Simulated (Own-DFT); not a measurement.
# Computed records: GaN (wurtzite, strained, atoms displaced)

A calculation, not a measurement: plane-wave PBE density functional theory by an unreviewed code, no spin, of a simulated periodic cell, stress positive in tension, free energy of the whole cell less one offset for each atom, forces on such cells passed a denser k mesh, this cell's mesh not checked; offsets are fitted by least squares, one for each functional and potential file, so energies compare only between cells with the same atoms and settings and are not formation energies; the far tail of each file's local potential was reset to the Coulomb form; each entry is a single point on an unrelaxed cell, so the pressure reflects the starting lattice, mostly measured values (interpolated for alloys), from which strain is counted, and rises with the displacements; printed positions are rounded, which can move forces by about a meV/angstrom; the program, named Own-DFT, is a retired in-house code; no spin-orbit coupling. Program: Own-DFT development build.

Settings shared by all entries: functional PBE; potential files PseudoDojo norm-conserving, scalar-relativistic, standard set; wave cutoff 42 hartree; occupations Fermi-Dirac; smearing width 0.1 eV; hardware one NVIDIA H200; k mesh 3 x 4 x 3 centred on Gamma.

(1) 
```xyz
96
Lattice="12.5691 0.0198 -0.1192 -4.7005 8.2039 0.1864 -0.0969 0.1774 10.5292" Properties=species:S:1:pos:R:3:force_x:R:1:force_y:R:1:force_z:R:1 formula=GaN free_energy_of_cell_above_offsets=26.676 pressure=10 stress_xx=-13.69 stress_yy=-12.81 stress_zz=-3.51 stress_yz=3.62 stress_xz=-2.22 stress_xy=1.5 wall_time=1142
Ga     0.0080     1.8239     0.1277     -0.323      0.413     -0.387
Ga     1.5370     0.9108     2.6537      1.164      2.377      0.345
N     -0.0303     1.7478     2.0528     -0.121      1.886     -0.103
N      1.6143     0.9905     4.5956     -2.598     -0.655      0.099
Ga    -0.0922     1.8831     5.3715      0.611      0.754     -1.593
Ga     1.5010     1.0838     7.8887     -0.641     -0.861      1.032
N     -0.0269     1.9743     7.2665     -1.515     -0.302      0.139
N      1.3927     1.1655     9.8658      1.968     -1.503     -0.014
Ga    -1.6098     4.6469     0.0994      0.717     -2.961      0.421
Ga    -0.0285     3.7650     2.6346      0.111     -1.925      1.329
N     -1.6119     4.5533     2.0443     -0.339      1.392     -0.295
N     -0.0395     3.8042     4.6643     -0.127     -1.315     -0.377
Ga    -1.5710     4.6909     5.4367     -0.993     -1.794     -0.898
Ga    -0.1373     3.7842     8.0020      2.315     -0.724      0.363
N     -1.5914     4.5968     7.3079     -2.255      1.696      1.265
N     -0.1156     3.8090     9.9672     -0.569      0.439      -0.05
Ga    -3.2896     7.4093    10.6377      1.072       2.28      1.012
Ga    -1.6050     6.4403     2.7788      0.052     -0.682      0.484
N     -3.1717     7.4125     2.2190     -0.065     -2.613      -1.88
N     -1.6820     6.4028     4.7796      1.049      1.876     -1.077
Ga    -3.2354     7.3564     5.3659      0.997      0.607      1.362
Ga    -1.6543     6.5620     8.0709      0.583     -1.541     -0.765
N     -3.1645     7.4325     7.4389     -1.571      0.036     -0.992
N     -1.6915     6.5101    10.0092      0.155       2.35     -0.255
Ga     3.1384     1.9977    10.4740     -2.218       0.85       1.43
Ga     4.7476     0.9116     2.5950     -1.546      1.222      0.403
N      3.1129     1.9380     2.0110      0.426     -1.729      -0.92
N      4.6882     0.9276     4.5668     -0.442      2.411       -0.2
Ga     3.0130     1.8788     5.3233      2.252      1.486     -0.399
Ga     4.6229     1.0624     7.9022      0.659     -0.557     -0.627
N      3.0475     1.9264     7.2708      0.777      0.601     -0.503
N      4.6160     1.0839     9.8258      0.725     -0.729      0.384
Ga     1.4720     4.7062    10.5369      0.238       0.11       0.47
Ga     3.0897     3.7042     2.6704      0.447     -0.356      0.027
N      1.5392     4.5784     1.9996      0.202      0.697     -0.364
N      3.1265     3.7813     4.5875      -1.03     -1.043      0.862
Ga     1.5140     4.7053     5.3351      0.545     -1.802      0.796
Ga     3.0884     3.7720     7.9269     -0.249     -0.855      0.742
N      1.5974     4.6652     7.3393     -2.529       0.59     -0.609
N      3.0851     3.8661     9.8830      0.321     -0.368      0.306
Ga    -0.0592     7.2810     0.2207      0.932      0.081      -1.27
Ga     1.6210     6.3725     2.7557     -0.684      0.145      -0.45
N     -0.0031     7.3478     2.1007     -0.085     -0.862      0.786
N      1.5724     6.4218     4.6967     -0.532      1.898     -0.357
Ga    -0.0336     7.4461     5.3661     -0.283     -2.681      0.855
Ga     1.4806     6.4990     7.9681     -0.739     -0.483      0.822
N     -0.1052     7.4274     7.3627      0.473      0.264     -0.054
N      1.4634     6.5686    10.0338     -0.921       -0.3     -1.162
Ga     6.2109     2.0079    10.4874     -0.274     -0.763      0.998
Ga     7.8258     0.9243     2.5886      0.313      0.705     -0.136
N      6.2394     1.9178     2.0220      0.983     -0.777     -1.602
N      7.7564     0.9629     4.5768      1.201      1.457     -0.542
Ga     6.2407     1.9150     5.1866     -0.511      0.482      0.981
Ga     7.7228     1.0328     7.7453      1.826     -1.473      1.553
N      6.2800     1.9846     7.3329     -2.655     -0.268     -2.119
N      7.7554     1.0254     9.9027     -0.187      0.556     -1.532
Ga     4.7870     4.6012     0.0370     -0.943     -0.922      0.586
Ga     6.2660     3.7038     2.6331      0.615      0.135      0.931
N      4.7085     4.5744     2.0553     -0.091      1.359     -0.949
N      6.2945     3.7246     4.5873     -1.067      0.814      0.466
Ga     4.6231     4.6995     5.2485      1.092     -1.469      1.061
Ga     6.2043     3.7139     8.0198     -0.664      1.537     -4.297
N      4.5569     4.6339     7.2567      2.363      1.169     -0.368
N      6.1708     3.7748     9.7701      0.542      0.894      4.454
Ga     3.0397     7.3925    10.5866       0.68      0.421      0.916
Ga     4.7236     6.4522     2.7368     -1.144     -1.054     -0.257
N      3.1296     7.3379     2.0520      0.188     -0.338      0.242
N      4.6140     6.5076     4.7261      2.049     -0.749     -1.507
Ga     3.1650     7.4184     5.2554     -2.523     -0.612      2.102
Ga     4.5512     6.5098     7.9695      0.868     -0.633     -0.267
N      2.9781     7.3941     7.3090      1.324      0.988     -0.452
N      4.6837     6.5492     9.9488     -0.099      0.759      -0.23
Ga     9.2852     1.9853    10.4209       1.33      0.122      1.004
Ga    10.9702     0.8819     2.4796      0.775      1.598      1.801
N      9.4843     1.8115     1.9785       -2.2      0.934     -1.476
N     10.9119     0.9285     4.5191      0.313      2.482     -0.347
Ga     9.3992     1.9466     5.2929     -0.589      0.615     -2.071
Ga    10.8291     1.0184     7.7369      2.595      0.326      1.762
N      9.3673     1.9637     7.1814     -1.392     -0.333      0.369
N     10.9580     1.1235     9.7849     -1.233     -0.217     -0.361
Ga     7.7684     4.7205    10.4946     -0.517      0.427      0.863
Ga     9.3916     3.6603     2.5380      2.423     -1.583      2.542
N      7.9502     4.5640     2.1175     -3.527      2.293      -2.91
N      9.3035     3.7921     4.6248      1.647     -0.831     -0.418
Ga     7.8020     4.7384     5.3057     -0.233     -1.854      0.322
Ga     9.3008     3.6916     7.9593      0.917       1.44     -2.713
N      7.7536     4.5908     7.2628      0.059      1.657      0.104
N      9.3120     3.9043     9.7572      0.283     -1.106      2.599
Ga     6.3751     7.3216     0.0873     -1.167      0.323     -0.125
Ga     7.8356     6.4656     2.7284      0.339     -0.774     -0.647
N      6.2258     7.3565     2.1114      1.223     -1.813     -1.548
N      7.7889     6.4891     4.6403     -0.734      0.632      0.265
Ga     6.1985     7.4222     5.2670      0.404      -1.54      1.848
Ga     7.7694     6.5202     7.9100      0.363     -0.513     -0.481
N      6.1937     7.4508     7.3476     -0.495     -1.128     -1.195
N      7.7823     6.5847     9.8541     -0.885     -1.196      0.643
```

Units: free_energy_of_cell_above_offsets in eV; pressure, stress_xx, stress_yy, stress_zz, stress_yz, stress_xz, stress_xy in GPa; wall_time in s; force_x, force_y, force_z in eV/Å.

(2) 
```xyz
96
Lattice="12.8862 0.2147 0.0099 -4.6929 8.1413 -0.0110 0.0081 -0.0091 10.4810" Properties=species:S:1:pos:R:3:force_x:R:1:force_y:R:1:force_z:R:1 formula=GaN free_energy_of_cell_above_offsets=24.780 pressure=5.16 stress_xx=-3.94 stress_yy=-9.14 stress_zz=-2.41 stress_yz=-0.63 stress_xz=-0.05 stress_xy=4.55 wall_time=1113
Ga    -0.0120     1.7596     0.0593      1.463       1.14     -1.029
Ga     1.6898     0.9440     2.6376      -0.82      0.238      0.305
N      0.1285     1.8547     1.9413     -1.545     -1.086      0.866
N      1.7059     0.9834     4.6425      -0.52     -1.087     -0.391
Ga     0.1239     1.7848     5.3277     -1.762      1.022     -1.984
Ga     1.5930     1.0399     7.7925      1.319      -1.98      1.957
N      0.0016     1.8173     7.2111     -0.638     -0.738      0.287
N      1.7399     0.9581     9.8621      -1.52     -0.288     -0.744
Ga    -1.6272     4.5590    10.3898      1.469      0.953      1.838
Ga     0.0535     3.6087     2.6363     -0.363      0.723      0.251
N     -1.5475     4.5733     1.9608      0.169      -0.33     -0.319
N      0.0406     3.6708     4.6041      0.157      -0.45      0.394
Ga    -1.6368     4.5765     5.2215      1.781     -1.299      1.153
Ga     0.1274     3.5719     7.8238     -1.067       2.53      0.822
N     -1.5227     4.5435     7.2156     -0.327      0.083      0.176
N     -0.1021     3.6902     9.8286      2.954     -1.293      -0.48
Ga    -3.1121     7.1908     0.0225     -1.038      1.142     -1.341
Ga    -1.4587     6.3977     2.6171     -0.517      -0.41      0.118
N     -3.0519     7.3349     1.8929     -0.438     -1.458      1.934
N     -1.5025     6.3205     4.6142      0.138      1.952     -0.598
Ga    -3.0928     7.2437     5.2131     -0.283     -0.048      0.862
Ga    -1.5213     6.4305     7.9369      1.227     -0.931     -1.679
N     -3.1524     7.1785     7.3430       0.92      2.224     -2.297
N     -1.4988     6.3975     9.8086      0.046     -0.214      0.922
Ga     3.3088     1.8234     0.0375     -0.795      0.886        0.2
Ga     4.8222     0.9960     2.6568      0.806     -0.186     -0.233
N      3.2331     1.8622     2.0644      0.862      0.672     -1.249
N      4.7984     1.0339     4.5697      0.979     -0.216      0.814
Ga     3.2641     1.9191     5.3053      0.162      0.139     -0.816
Ga     4.8264     1.0004     7.8924      0.807       0.02     -1.074
N      3.2396     1.8677     7.1918     -0.193      0.424      0.959
N      4.8759     0.9463     9.7702      0.095      0.317      1.763
Ga     1.7187     4.5643    10.4665     -2.667      0.237      1.071
Ga     3.2537     3.7541     2.6225      1.482     -1.312      1.298
N      1.7047     4.5075     2.0566     -1.434      1.005     -1.695
N      3.2822     3.7235     4.6660      0.142      0.632     -0.878
Ga     1.6427     4.6735     5.2153     -0.052     -2.489      0.784
Ga     3.2301     3.7677     7.8652       1.73      -0.81      0.372
N      1.7388     4.6483     7.2029     -1.544     -1.269     -0.298
N      3.2098     3.7303     9.8759      2.536      -1.24     -0.591
Ga     0.0403     7.2867     0.0180      1.339     -0.053      0.155
Ga     1.6974     6.3293     2.5984      1.208      1.058      0.732
N      0.1722     7.2492     2.0156     -1.085      1.004     -0.899
N      1.6739     6.3691     4.6210      0.876      2.482     -1.233
Ga     0.1516     7.3686     5.2463     -0.427       -0.6      0.641
Ga     1.7181     6.3790     7.9036      1.163      0.799      0.054
N      0.2596     7.2959     7.2731     -2.994      0.692     -1.017
N      1.7855     6.4201     9.8520      -2.22      -0.92     -0.123
Ga     6.4343     1.9089     0.0238      0.854     -0.204     -0.587
Ga     8.0750     1.0520     2.6354     -0.595      1.348      0.512
N      6.4381     1.9819     1.9670     -0.231     -1.528     -0.085
N      7.9901     1.0526     4.6430      1.366      0.091     -0.999
Ga     6.4686     1.9707     5.2910     -0.761     -0.512     -0.004
Ga     8.0508     1.0112     7.8702      0.359      1.321      0.535
N      6.4798     1.8945     7.2225     -0.785      1.002      0.286
N      8.1138     1.0126     9.8726      0.077      0.499     -0.413
Ga     4.9023     4.6658     0.0290      0.325     -0.803     -0.566
Ga     6.3999     3.7169     2.5693      1.891      1.194        1.2
N      4.8930     4.6602     2.0098     -0.864      0.557     -0.527
N      6.5057     3.7594     4.6178      0.732      0.348     -0.908
Ga     4.9320     4.6479     5.1935     -0.677     -0.018      1.516
Ga     6.5854     3.8058     7.8467     -1.325     -0.921      0.158
N      4.8991     4.6458     7.3291      0.037      0.411      -1.14
N      6.6071     3.7125     9.8115     -1.473      0.124      0.428
Ga     3.2960     7.2733    10.3819      1.829      1.807      1.986
Ga     5.0052     6.5140     2.6444     -1.175      0.407     -0.994
N      3.2526     7.4891     1.9869      0.755     -3.186      -0.62
N      4.9555     6.4982     4.5829     -0.078     -0.431     -0.243
Ga     3.3681     7.3450     5.1792     -1.333      0.135      0.965
Ga     4.9461     6.5473     7.9053     -0.644     -0.924     -0.326
N      3.2787     7.4256     7.2025      0.822      -2.09     -0.249
N      5.0169     6.4629     9.9108     -1.165      0.136     -0.944
Ga     9.7184     2.0470     0.0518     -0.699      -0.84     -1.117
Ga    11.2314     1.0597     2.5812      1.164      1.109      0.783
N      9.6470     2.0260     1.9422      0.374     -0.423      0.839
N     11.2827     1.1213     4.5862      0.446      0.061      -0.23
Ga     9.6604     1.9861     5.2844      0.145     -0.192     -1.231
Ga    11.2723     1.0992     7.9551     -0.623      0.439     -1.527
N      9.6343     2.0095     7.1374      0.528      0.105       2.61
N     11.3338     1.0509     9.8573     -0.685        1.5      0.057
Ga     8.1302     4.6674    10.4283     -0.635      1.338      0.512
Ga     9.7405     3.8352     2.5815      0.147      0.436      0.258
N      8.1706     4.7782     1.8939     -0.861     -1.793      0.668
N      9.7724     3.8147     4.5800     -0.719     -0.455     -0.715
Ga     8.2099     4.6990     5.1604     -1.501     -1.187      1.484
Ga     9.6811     3.8823     7.9103       0.91     -0.481     -0.824
N      8.0926     4.7563     7.2337      0.763     -0.283     -1.094
N      9.7589     3.8916     9.8931     -1.221     -1.723     -1.336
Ga     6.5540     7.4294    10.4480      0.179     -0.945      0.881
Ga     8.1949     6.4472     2.6836     -0.081      2.036     -0.861
N      6.5800     7.4223     1.9175      0.146      -0.55      0.815
N      8.0500     6.4677     4.6406      1.737      1.592     -0.807
Ga     6.5050     7.4370     5.1891      0.044      0.486      0.901
Ga     8.1340     6.5950     7.7620     -1.054     -0.661      1.567
N      6.4899     7.4412     7.1803       0.45      0.409     -0.042
N      8.0862     6.5465     9.8035       1.52     -0.413     -0.329
```

Units: free_energy_of_cell_above_offsets in eV; pressure, stress_xx, stress_yy, stress_zz, stress_yz, stress_xz, stress_xy in GPa; wall_time in s; force_x, force_y, force_z in eV/Å.

(3) 
```xyz
96
Lattice="12.6195 0.2459 -0.1905 -4.5726 8.1167 -0.0543 -0.1549 -0.1574 10.1900" Properties=species:S:1:pos:R:3:force_x:R:1:force_y:R:1:force_z:R:1 formula=GaN free_energy_of_cell_above_offsets=28.341 pressure=15.86 stress_xx=-14.14 stress_yy=-15.09 stress_zz=-18.36 stress_yz=-3.83 stress_xz=-2.17 stress_xy=7.01 wall_time=1137
Ga    -0.1386     1.6574    10.0523     -1.727      0.572      1.245
Ga     1.4967     0.8626     2.5211      1.438      0.898      1.576
N     -0.0064     1.6848     1.9013      -1.13      1.344     -1.335
N      1.4413     0.8238     4.5070      0.932      1.371     -1.081
Ga    -0.0840     1.7454     5.2023      0.454      0.423     -2.195
Ga     1.4819     0.8447     7.6477      0.519      1.639     -1.026
N     -0.1490     1.7812     7.0338      0.666     -0.245      1.073
N      1.3804     0.7917     9.5259      1.634      0.827       0.03
Ga    -1.4728     4.4824    -0.0414     -0.475      1.342     -1.092
Ga    -0.0011     3.5087     2.5050      1.983      0.354      0.245
N     -1.3882     4.4906     1.8206     -2.885      0.099      0.991
N      0.0827     3.6391     4.4629     -1.161     -1.797     -0.791
Ga    -1.5083     4.4076     5.0919     -0.594      1.416     -1.498
Ga    -0.0697     3.6518     7.5709      1.595     -1.141      1.223
N     -1.5955     4.3951     6.9415     -2.022      1.638      0.713
N     -0.0489     3.5067     9.5283      0.148      -0.28     -0.978
Ga    -3.1507     7.1709    10.0978     -0.518     -1.687      0.405
Ga    -1.5624     6.3008     2.4374      1.499      0.134     -0.126
N     -3.0793     7.2523     1.8442     -0.278     -1.592     -0.435
N     -1.5024     6.3231     4.3284      -1.06     -1.065      1.237
Ga    -3.1087     7.1968     5.0420      0.708     -0.786     -0.113
Ga    -1.6040     6.3021     7.5488      0.635     -0.556      0.303
N     -3.1674     7.2230     6.9608     -0.295     -1.796     -0.179
N     -1.6013     6.2917     9.4681      0.173     -1.359      0.247
Ga     3.1936     1.9147     0.0007     -0.377      0.255     -1.049
Ga     4.7245     0.9574     2.4070      -0.13     -0.149      0.742
N      3.1087     1.8982     1.9122     -0.076     -2.441     -0.787
N      4.6750     0.9509     4.4045       0.51     -0.523     -1.156
Ga     3.1542     1.7623     5.0603     -2.072      0.581     -1.464
Ga     4.7168     0.8533     7.5986     -1.886      0.667       -0.4
N      3.0912     1.7480     6.8600     -0.328      0.439      3.233
N      4.5452     0.8838     9.4503      1.275     -0.092      1.408
Ga     1.6966     4.5932    -0.0628      0.282     -0.266     -2.179
Ga     3.1636     3.6171     2.4626     -0.433      2.103      0.557
N      1.5980     4.4932     1.7150       0.12      0.542      3.582
N      3.0797     3.5784     4.3843      1.685       0.41      0.045
Ga     1.5965     4.5466     5.0126      0.574      1.027       -0.1
Ga     3.0915     3.6661     7.6222      0.048     -1.657     -2.584
N      1.5507     4.5301     6.9405      -0.28     -0.242     -0.357
N      3.2131     3.5546     9.3923     -1.991     -0.643      2.967
Ga     0.1520     7.3628    -0.0908      0.082     -0.678     -0.476
Ga     1.6970     6.4344     2.4354     -0.385     -1.166     -1.598
N      0.0708     7.2315     1.8277     -0.396      0.479     -0.338
N      1.5957     6.4195     4.2668     -0.177     -0.907      2.177
Ga    -0.0243     7.2518     5.0146      1.071     -0.173     -0.942
Ga     1.6507     6.3439     7.4614      0.019      0.251      0.784
N      0.0181     7.1849     6.9080     -0.072       -0.3     -0.046
N      1.5411     6.2008     9.4166     -0.045      1.088     -0.288
Ga     6.4891     2.0268    -0.1112      -2.29     -0.844     -0.149
Ga     7.9041     1.0126     2.4042      0.213      1.023      0.419
N      6.3091     1.8572     1.7694     -0.285      1.417      0.974
N      7.7879     0.9401     4.3864      0.795      2.679     -1.239
Ga     6.2220     1.8424     4.9660      0.454      0.704      0.381
Ga     7.7528     0.9543     7.4422      1.893      1.118      1.984
N      6.1966     1.8188     6.9662     -0.072      0.853     -1.585
N      7.7654     0.9253     9.4736      0.897     -0.505     -1.493
Ga     4.8401     4.6250    -0.0772      -1.29      1.791     -0.346
Ga     6.3367     3.7621     2.3882     -0.207     -0.848     -0.204
N      4.7024     4.6216     1.7961       0.47     -1.382      0.395
N      6.3303     3.7552     4.3336      0.897     -1.543     -0.566
Ga     4.7893     4.4539     4.9923     -2.731      2.105       0.02
Ga     6.2485     3.6385     7.4935      0.153       0.38       0.67
N      4.6562     4.5410     6.9568      0.606     -0.492     -1.621
N      6.1380     3.6308     9.4581      2.921     -0.106     -1.154
Ga     3.1017     7.1756    10.0065     -0.325      0.812     -0.189
Ga     4.7666     6.3641     2.3869      0.054      2.038     -1.416
N      3.2021     7.4178     1.7034      0.415     -2.029      0.696
N      4.6582     6.4500     4.2055      2.038     -1.214      2.413
Ga     3.1509     7.3376     4.8922      0.153     -1.785       0.66
Ga     4.7647     6.3182     7.4635      0.005      1.645      1.017
N      3.2518     7.3513     6.8156     -0.859      -2.38     -0.009
N      4.6537     6.3245     9.4616      1.697     -0.498     -0.993
Ga     9.5609     2.0323    -0.1582     -3.203        0.9      0.016
Ga    11.0304     1.0781     2.3495     -0.047     -0.371     -0.675
N      9.4780     1.9816     1.6997     -0.431      0.258        1.6
N     11.0055     1.0405     4.2110     -0.352      0.713      1.832
Ga     9.4048     1.9318     4.9400     -0.018     -0.285     -0.519
Ga    10.9364     1.0118     7.3917       0.03      0.788       1.29
N      9.4044     1.9352     6.8547     -1.341     -0.206     -0.766
N     10.7497     1.0292     9.3294       4.56     -2.216     -0.671
Ga     7.8078     4.5591     9.9819     -0.145     -0.171     -0.261
Ga     9.5277     3.7973     2.3771      0.594     -0.065     -1.426
N      7.9246     4.6461     1.7039       0.15     -0.034      0.643
N      9.4936     3.7791     4.2456      0.398     -0.609      0.699
Ga     7.9290     4.6656     4.8194     -0.199     -0.281      1.154
Ga     9.3759     3.7395     7.4063      1.444     -0.348      0.644
N      7.8481     4.5891     6.8083     -1.061      0.048      -0.67
N      9.3727     3.6629     9.3341      0.244      0.737      0.184
Ga     6.5073     7.4351    -0.2078      -2.24      0.544     -0.003
Ga     7.9955     6.4639     2.2930     -0.285       0.81      0.045
N      6.3790     7.3618     1.7306     -0.019     -0.437      0.064
N      7.9983     6.4558     4.2665     -0.553      0.047     -0.695
Ga     6.3994     7.3537     4.7953     -1.457     -0.474      0.816
Ga     7.9236     6.3857     7.3579     -0.348      1.162      1.277
N      6.3193     7.3566     6.8723      0.262     -1.857     -1.745
N      7.8591     6.3779     9.4229      1.159      0.053     -1.666
```

Units: free_energy_of_cell_above_offsets in eV; pressure, stress_xx, stress_yy, stress_zz, stress_yz, stress_xz, stress_xy in GPa; wall_time in s; force_x, force_y, force_z in eV/Å.
